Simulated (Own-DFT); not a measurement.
AlGa$_{3}$N$_{4}$ (wurtzite random alloy, strained, atoms displaced) (calculated)

All values are calculated (Own-DFT development build). A calculation, not a measurement: plane-wave PBE density functional theory by an unreviewed code, no spin, of a simulated periodic cell, stress positive in tension, free energy of the whole cell less one offset for each atom, forces on such cells passed a denser k mesh, this cell's mesh not checked; offsets are fitted by least squares, one for each functional and potential file, so energies compare only between cells with the same atoms and settings and are not formation energies; the far tail of each file's local potential was reset to the Coulomb form; each entry is a single point on an unrelaxed cell, so the pressure reflects the starting lattice, mostly measured values, from which strain is counted, and rises with the displacements; printed positions are rounded, which can move forces by about a meV/angstrom; the program is a retired in-house code; no spin-orbit coupling.

Settings shared by all entries: functional PBE; potential files PseudoDojo norm-conserving, scalar-relativistic, standard set with the stringent files for Ga; wave cutoff 96 hartree; occupations Gaussian; smearing width 0.01 eV; k mesh 4 x 4 x 3 centred on Gamma.

(1) AlGa$_{3}$N$_{4}$ (wurtzite random alloy, strained, atoms displaced)

```
AlGa3N4
1.0
      9.6757     0.0000     0.0000
     -4.8378     8.3794     0.0000
      0.0000     0.0000    10.2685
Al Ga N Ga N Ga Al N Ga N Ga Al N Ga Al N Ga Al N Ga N Ga N Al Ga N Ga Al N Ga N Al Ga N Al Ga N Ga N Ga N Ga N Ga N
1 1 2 2 2 1 1 2 2 2 1 1 2 1 1 2 1 1 2 2 2 2 2 1 1 2 1 1 2 2 2 1 1 2 1 1 2 2 2 2 2 2 2 2 2
Direct
  0.10523 0.21395 0.00018
  0.23341 0.11535 0.24226
  0.11827 0.22670 0.19693
  0.21682 0.10290 0.42861
  0.10992 0.22625 0.50442
  0.22013 0.11608 0.75083
  0.11413 0.22583 0.68675
  0.22308 0.11798 0.93722
  0.11133 0.56628 0.99380
  0.22099 0.44923 0.24564
  0.10778 0.56295 0.18999
  0.21739 0.45125 0.44039
  0.10788 0.55521 0.50428
  0.22521 0.45259 0.75055
  0.12083 0.55694 0.68329
  0.22642 0.43696 0.94319
  0.11193 0.89573 0.99871
  0.22386 0.78796 0.25267
  0.10738 0.89497 0.18838
  0.21278 0.78631 0.44272
  0.10153 0.87565 0.49902
  0.22870 0.77966 0.74908
  0.11123 0.88098 0.68933
  0.22452 0.77565 0.94225
  0.43720 0.22348 0.99803
  0.55125 0.11705 0.24585
  0.44245 0.21905 0.19418
  0.54637 0.10445 0.43515
  0.44237 0.23323 0.49873
  0.54845 0.10926 0.74761
  0.45029 0.21876 0.68737
  0.54942 0.10031 0.94076
  0.44532 0.55875 0.00581
  0.54539 0.43883 0.24901
  0.44707 0.55719 0.18321
  0.56996 0.45805 0.43747
  0.43518 0.54186 0.49674
  0.55442 0.44216 0.74425
  0.44376 0.55266 0.68765
  0.56546 0.46088 0.92889
  0.44626 0.89201 0.99708
  0.56490 0.78187 0.25479
  0.44111 0.88735 0.18848
  0.55989 0.78179 0.44074
  0.44281 0.89185 0.49554
  0.55949 0.78824 0.75266
  0.44570 0.89866 0.68875
  0.55177 0.77985 0.93454
  0.77761 0.22085 0.99901
  0.88719 0.11304 0.24469
  0.78161 0.22884 0.19180
  0.89561 0.11868 0.44115
  0.78342 0.21675 0.50336
  0.88746 0.10671 0.74964
  0.77128 0.21766 0.68965
  0.89012 0.10959 0.93487
  0.78098 0.55092 0.99668
  0.89197 0.44423 0.24700
  0.77586 0.54796 0.19338
  0.88615 0.43867 0.44473
  0.78758 0.56616 0.50361
  0.88869 0.45033 0.75140
  0.78120 0.55905 0.68639
  0.88602 0.44114 0.93841
  0.77185 0.88883 0.00290
  0.88420 0.78274 0.24823
  0.77687 0.88533 0.19122
  0.89111 0.78704 0.43086
  0.78084 0.88011 0.49614
  0.89220 0.76951 0.74934
  0.78129 0.88047 0.68961
  0.88422 0.77207 0.94647
```

It finds free energy of cell above offsets -9.815 eV; pressure 0.19 GPa; stress xx 1.18 GPa; stress yy 2.51 GPa; stress zz -4.25 GPa; stress yz 0.25 GPa; stress xz -0.27 GPa; stress xy 0.68 GPa.

Force:
```
element  x (eV/Å)  y (eV/Å)  z (eV/Å)
     Al    -0.045     1.434     0.562
     Ga    -2.449    -1.091     1.369
      N    -0.813     0.431    -2.006
      N    -0.088      1.25     1.963
     Ga      0.87    -0.481    -1.896
     Ga     0.763     -0.67    -1.152
      N    -0.345    -0.088     1.194
      N    -0.661     -0.51     0.552
     Ga     0.908    -2.072     1.361
     Al     -0.31     0.102     0.281
      N     1.629     0.496     0.061
      N      1.87     -0.21    -1.302
     Ga    -0.428     0.466    -1.797
     Ga     1.061    -0.956      0.56
      N    -1.524      1.19     2.488
      N    -1.381    -0.051    -0.072
     Ga      0.03    -1.027     0.126
     Al    -0.314    -0.695    -0.385
      N     1.217    -0.667    -0.105
      N     3.018    -2.052    -1.771
     Ga    -1.123     2.908     0.546
     Al    -0.284    -0.061    -0.085
      N     0.349     0.536     0.704
      N    -0.762     1.494    -1.971
     Ga     1.496     0.955    -0.187
     Al     1.636    -1.161     0.946
      N     1.167     0.988    -1.744
      N     1.005     1.968    -0.443
     Ga     0.747    -1.596     -0.74
     Ga     1.344     0.402     0.573
      N    -2.126     0.931     0.051
      N     0.253       2.9     0.016
     Ga     0.221    -0.041    -2.489
     Ga      1.41     1.099    -0.038
      N    -0.914     0.581     2.877
      N    -1.878    -0.736     0.521
     Al     0.059     1.908     0.502
     Ga    -0.181     0.418     -0.04
      N    -0.095     0.556    -1.047
      N    -0.183    -1.713     1.511
     Ga     -0.16    -1.336      1.08
     Al    -1.561    -0.366     -0.34
      N     0.508     0.468     1.039
      N    -0.429    -1.474    -0.615
     Ga    -0.051    -0.314     0.244
     Ga     0.343    -0.992     -1.67
      N    -0.069     -2.05    -0.007
      N     0.457    -0.077     1.365
     Al    -0.192    -0.131    -0.092
     Ga     0.816     0.292     1.267
      N    -0.985    -1.626    -1.637
      N    -0.858    -1.085    -0.252
     Al     -1.65     0.317    -0.562
     Ga    -0.097      0.05    -1.031
      N     0.742     0.517    -0.145
      N    -0.352     0.575     1.808
     Ga    -1.027     0.417     1.307
     Ga    -0.459     0.617     1.318
      N    -0.873     0.669    -0.676
      N    -0.108    -0.077    -0.077
     Ga     0.298    -0.869    -1.666
     Ga     0.865    -1.108    -0.978
      N    -0.041    -0.797     0.547
      N     0.716    -0.795     0.088
     Ga     0.549    -0.561    -0.869
     Ga      1.78    -1.378    -0.904
      N    -1.674     0.864    -0.245
      N      0.83    -1.571      0.93
     Ga    -1.683     1.827     1.035
     Ga     -0.69     1.236     1.178
      N     -0.41      0.64    -0.094
      N     0.314     0.982    -0.843
```

(2) AlGa$_{3}$N$_{4}$ (wurtzite random alloy, strained, atoms displaced)

```
AlGa3N4
1.0
      9.6757     0.0000     0.0000
     -4.8378     8.3794     0.0000
      0.0000     0.0000    10.2685
Ga N Ga N Ga N Al Ga N Al N Ga N Ga N Ga N Al N Ga N Ga N Ga N Ga N Ga N Al N Ga Al N Ga Al N Ga N
2 2 2 2 2 2 1 1 2 2 2 2 2 2 2 2 2 2 2 2 2 2 2 2 2 2 2 2 2 2 2 1 1 2 1 1 2 2 2
Direct
  0.10373 0.22165 0.99468
  0.22731 0.11335 0.25611
  0.10420 0.21292 0.18461
  0.22934 0.11014 0.43669
  0.10712 0.22175 0.49642
  0.22270 0.11185 0.75234
  0.10718 0.21926 0.68700
  0.22259 0.11102 0.93764
  0.11158 0.55854 0.99963
  0.23031 0.45490 0.25374
  0.10041 0.54691 0.18686
  0.21827 0.44395 0.44391
  0.11995 0.54737 0.49838
  0.22126 0.44337 0.75172
  0.11706 0.57009 0.69125
  0.21657 0.43871 0.93966
  0.10576 0.88823 0.99981
  0.22440 0.77957 0.24792
  0.10809 0.89056 0.18303
  0.22901 0.78053 0.43520
  0.10635 0.89008 0.50353
  0.23293 0.78231 0.75355
  0.11816 0.88753 0.68205
  0.22477 0.77510 0.94551
  0.44656 0.21511 0.99521
  0.55589 0.10628 0.25247
  0.44727 0.23171 0.19097
  0.56607 0.12328 0.44697
  0.45543 0.22719 0.50278
  0.56523 0.10804 0.75068
  0.43917 0.21062 0.68453
  0.55245 0.10384 0.94530
  0.45690 0.55463 0.00252
  0.55400 0.43690 0.25311
  0.44835 0.55487 0.18252
  0.54868 0.44921 0.44365
  0.44332 0.54897 0.50330
  0.55058 0.44119 0.75400
  0.44001 0.55416 0.69617
  0.55309 0.44477 0.93592
  0.44854 0.89911 0.99528
  0.55832 0.77575 0.26035
  0.43606 0.87869 0.19080
  0.55292 0.78016 0.43904
  0.45236 0.88747 0.50156
  0.55166 0.78096 0.74544
  0.45130 0.89324 0.68296
  0.56219 0.78064 0.93823
  0.79357 0.23085 0.00278
  0.89528 0.11772 0.25524
  0.78997 0.22296 0.19744
  0.88469 0.10608 0.44151
  0.77180 0.21435 0.50512
  0.88218 0.10766 0.75220
  0.76943 0.21648 0.69678
  0.89300 0.11927 0.94597
  0.77420 0.56702 0.00174
  0.89155 0.44864 0.24354
  0.77423 0.55290 0.18010
  0.89932 0.44946 0.43940
  0.78263 0.55158 0.50467
  0.89469 0.45092 0.74735
  0.79061 0.55436 0.68819
  0.89287 0.44581 0.94046
  0.78042 0.88883 0.00136
  0.88446 0.77779 0.25049
  0.78281 0.89318 0.18484
  0.89598 0.78543 0.44559
  0.78332 0.88566 0.50589
  0.88319 0.76418 0.74911
  0.77981 0.88269 0.69105
  0.89226 0.77170 0.94483
```

The calculation gives: free energy of cell above offsets -9.681 eV; pressure 0.65 GPa; stress xx 0.93 GPa; stress yy 2.35 GPa; stress zz -5.24 GPa; stress yz 0.01 GPa; stress xz 0.52 GPa; stress xy 0.03 GPa.

Force:
```
element  x (eV/Å)  y (eV/Å)  z (eV/Å)
     Ga     2.005     0.512     1.146
     Ga    -0.763     -0.37    -1.908
      N     1.088     1.482     1.044
      N    -0.678      0.61     1.408
     Ga     0.925    -0.728     0.329
     Ga    -0.185    -0.671    -0.985
      N    -0.201     0.154     0.272
      N    -0.101    -0.914     0.612
     Ga     0.663    -0.712    -0.064
     Ga     -0.47    -1.339    -1.424
      N     0.816     1.653     1.013
      N     1.436    -0.305    -0.598
     Al     -2.77     2.616     0.743
     Ga    -0.828    -0.119     0.192
      N     0.166     -2.34    -1.042
      N     1.242     1.378     0.353
     Al     1.151     0.369     0.027
     Al    -1.044    -0.463     0.116
      N     0.378    -0.964     0.974
      N     -0.11    -0.972     0.025
     Ga     2.306     0.252    -1.337
     Ga     -0.88     0.366    -0.247
      N    -0.771     0.062     2.619
      N    -1.034     1.452    -0.664
     Ga    -1.101     0.823     0.923
     Ga     0.119     0.388    -0.245
      N     0.919    -1.077    -0.231
      N    -0.634    -1.738    -1.352
     Ga    -1.392    -0.506    -0.582
     Ga    -2.726    -0.309     0.739
      N     0.559     1.294     1.775
      N     1.019     2.553    -1.272
     Al    -2.364      0.44    -1.012
     Al    -0.235     1.509    -0.387
      N     0.632    -0.256     1.499
      N     2.496    -0.563    -1.433
     Ga    -1.399     1.225     0.687
     Ga     0.524    -0.418     -1.34
      N     0.707     0.206    -0.962
      N     1.135      0.26      1.29
     Ga      0.73     -3.16     1.734
     Ga    -0.061     0.336    -2.794
      N     0.527     0.923     0.038
      N     1.802    -0.964     1.492
     Ga    -2.211     0.717    -1.245
     Ga     1.248    -0.658     1.044
      N    -0.203    -0.188     1.435
      N    -0.458    -0.845     0.055
     Ga    -1.537    -0.161     0.782
     Ga     0.481    -1.121    -0.562
      N    -2.258     0.991    -0.714
      N     0.061     0.101     0.641
     Ga     1.517      1.61    -0.282
     Ga     0.997     0.064     0.155
      N     2.123     2.349    -0.719
      N    -0.417    -2.157     -1.69
     Al     1.217    -2.258     -0.71
     Al    -0.395    -0.737     0.874
      N    -0.176     0.199     2.271
      N     0.004    -0.506    -0.391
     Ga    -0.089     0.554    -1.293
     Al     1.009    -0.752     1.005
      N    -1.541    -1.175     0.702
      N    -1.667     0.715    -1.044
     Ga    -0.272     0.411    -0.506
     Al     0.757      0.37    -0.312
      N     0.039    -0.902     1.965
      N    -0.845    -1.823    -2.038
     Ga    -0.915     0.298    -0.688
     Ga     0.887     1.841     0.449
      N    -0.542     0.181     0.618
      N    -0.416       0.9    -0.973
```

(3) AlGa$_{3}$N$_{4}$ (wurtzite random alloy, strained, atoms displaced)

```
AlGa3N4
1.0
      9.6757     0.0000     0.0000
     -4.8378     8.3794     0.0000
      0.0000     0.0000    10.2685
Ga N Al Ga N Ga N Ga Al N Ga N Ga N Ga N Ga N Al Ga N Al Ga N Al N Ga N Ga Al N Ga Al N Ga N Ga N Ga N Ga Al N
2 2 1 1 2 2 2 1 1 2 2 2 2 2 2 2 2 2 1 1 2 1 1 2 2 2 2 2 1 1 2 1 1 2 2 2 2 2 2 2 1 1 2
Direct
  0.12353 0.22872 0.99797
  0.22520 0.12248 0.24912
  0.10786 0.22085 0.19360
  0.21971 0.11879 0.44216
  0.11605 0.21997 0.50000
  0.22496 0.10837 0.74454
  0.11323 0.22954 0.69076
  0.21096 0.09832 0.93412
  0.11299 0.55807 0.99786
  0.21872 0.43952 0.24867
  0.12204 0.56483 0.18585
  0.23679 0.44657 0.44180
  0.11381 0.56222 0.50260
  0.22247 0.44180 0.74712
  0.10162 0.55679 0.68264
  0.22644 0.45390 0.93923
  0.10545 0.88192 0.00597
  0.21979 0.78109 0.24378
  0.10286 0.88817 0.18773
  0.22798 0.79172 0.43147
  0.10427 0.88413 0.49775
  0.21308 0.77138 0.75452
  0.11459 0.89394 0.68372
  0.23807 0.78722 0.93619
  0.43999 0.22059 0.00689
  0.55228 0.10841 0.25307
  0.46616 0.23326 0.19461
  0.56163 0.11429 0.43831
  0.44243 0.21701 0.50156
  0.56169 0.11786 0.74934
  0.45152 0.22769 0.69340
  0.55852 0.11349 0.94154
  0.44167 0.55073 0.99828
  0.55948 0.45651 0.24326
  0.44681 0.55424 0.19189
  0.55679 0.44939 0.44138
  0.44302 0.55411 0.49898
  0.55085 0.44775 0.75486
  0.43707 0.56527 0.68448
  0.55524 0.44279 0.94128
  0.43947 0.88123 0.00090
  0.57437 0.79077 0.25875
  0.44425 0.88523 0.18995
  0.55638 0.77608 0.43824
  0.44372 0.89158 0.49056
  0.55723 0.78325 0.74744
  0.44049 0.88826 0.69294
  0.55520 0.77539 0.93817
  0.77492 0.22123 0.01044
  0.88921 0.10768 0.24235
  0.78374 0.22566 0.18544
  0.88742 0.10642 0.44045
  0.76800 0.21090 0.50133
  0.88521 0.11077 0.75154
  0.78163 0.22924 0.68567
  0.88936 0.11592 0.94199
  0.76501 0.54424 0.00362
  0.89212 0.44889 0.24028
  0.77868 0.55329 0.19173
  0.89666 0.45592 0.44241
  0.77492 0.55286 0.49635
  0.87158 0.43680 0.74797
  0.77981 0.55644 0.69416
  0.89261 0.44195 0.93486
  0.77978 0.88515 0.99585
  0.88897 0.78313 0.24913
  0.77883 0.89120 0.19696
  0.88087 0.77069 0.43708
  0.77839 0.89133 0.50599
  0.88701 0.77778 0.75406
  0.77705 0.87747 0.69529
  0.89307 0.77150 0.94486
```

It finds free energy of cell above offsets -10.620 eV; pressure -0.01 GPa; stress xx 1.27 GPa; stress yy 2.82 GPa; stress zz -4.06 GPa; stress yz -0.62 GPa; stress xz -0.82 GPa; stress xy -0.01 GPa.

Force:
```
element  x (eV/Å)  y (eV/Å)  z (eV/Å)
     Ga    -1.345    -0.577    -0.348
     Ga     1.138    -0.835     0.526
      N    -0.312    -0.094    -0.917
      N     0.999     -1.07    -0.462
     Al    -1.779     1.273     0.479
     Ga     -0.39     0.581     0.222
      N    -0.377    -0.998    -0.372
      N     0.729     1.227     1.001
     Ga    -0.312     0.251    -0.423
     Ga     0.407     1.378     0.832
      N    -0.636      -1.1     0.144
      N    -1.837    -1.019    -0.198
     Ga     0.556    -0.113    -1.361
     Al    -1.066     1.174     -0.14
      N      1.18    -0.659     2.248
      N     1.236    -0.829      -0.8
     Ga     0.901     0.394    -1.299
     Ga     0.466     0.224     0.505
      N     0.989     1.101     0.905
      N    -0.255     -0.97     0.428
     Ga    -0.007     0.394    -0.406
     Ga     0.513     0.548    -1.468
      N    -1.072    -1.243     1.076
      N    -1.672    -0.994     1.301
     Ga     0.666    -0.806    -1.079
     Ga     1.192    -0.071    -0.878
      N    -2.456    -0.691    -0.419
      N    -1.312    -0.518     0.108
     Ga    -0.176     1.326    -0.194
     Ga     -0.23    -1.094     0.696
      N    -0.627    -0.174    -0.496
      N    -0.477    -0.942     0.391
     Al     0.048     1.213     0.519
     Ga     0.801    -0.938     1.949
      N     -1.03     1.503    -1.455
      N    -0.567    -0.628    -0.108
     Al     0.849       0.7      0.02
     Ga     0.208     0.557    -1.366
      N     0.717    -1.345     0.414
      N    -1.829     -0.18     0.433
     Al      1.61     1.532     0.002
     Al    -2.122    -1.699    -1.099
      N     0.869     0.279    -0.359
      N    -0.064    -0.088     0.478
     Ga     0.386    -0.595      1.49
     Ga    -0.731    -0.438     0.293
      N      0.11     0.722    -1.048
      N    -0.263    -0.447     0.949
     Ga     0.149     0.106    -2.958
     Al    -0.536     0.704     1.202
      N     0.505    -0.795     2.924
      N     0.696     0.983    -0.733
     Ga     1.778     2.152    -0.648
     Al     0.587     0.381     0.116
      N      0.71    -2.318     0.628
      N     0.662    -0.585    -0.733
     Ga     1.936     0.883    -0.492
     Ga     0.731    -0.166     1.801
      N    -0.313     1.043    -0.539
      N     0.029    -1.582     -1.25
     Ga      0.09    -0.066     0.752
     Ga     1.734     1.329     0.225
      N    -1.631     1.163    -0.264
      N    -0.797     0.163     1.112
     Ga    -0.466     0.464      0.34
     Ga     0.131    -1.047     0.424
      N    -0.071     0.557    -1.223
      N     0.184     1.105     0.397
     Ga     0.267    -0.816    -0.584
     Al     1.255    -0.642    -0.143
      N    -0.073     2.081     0.203
      N    -1.183    -0.322     -1.27
```
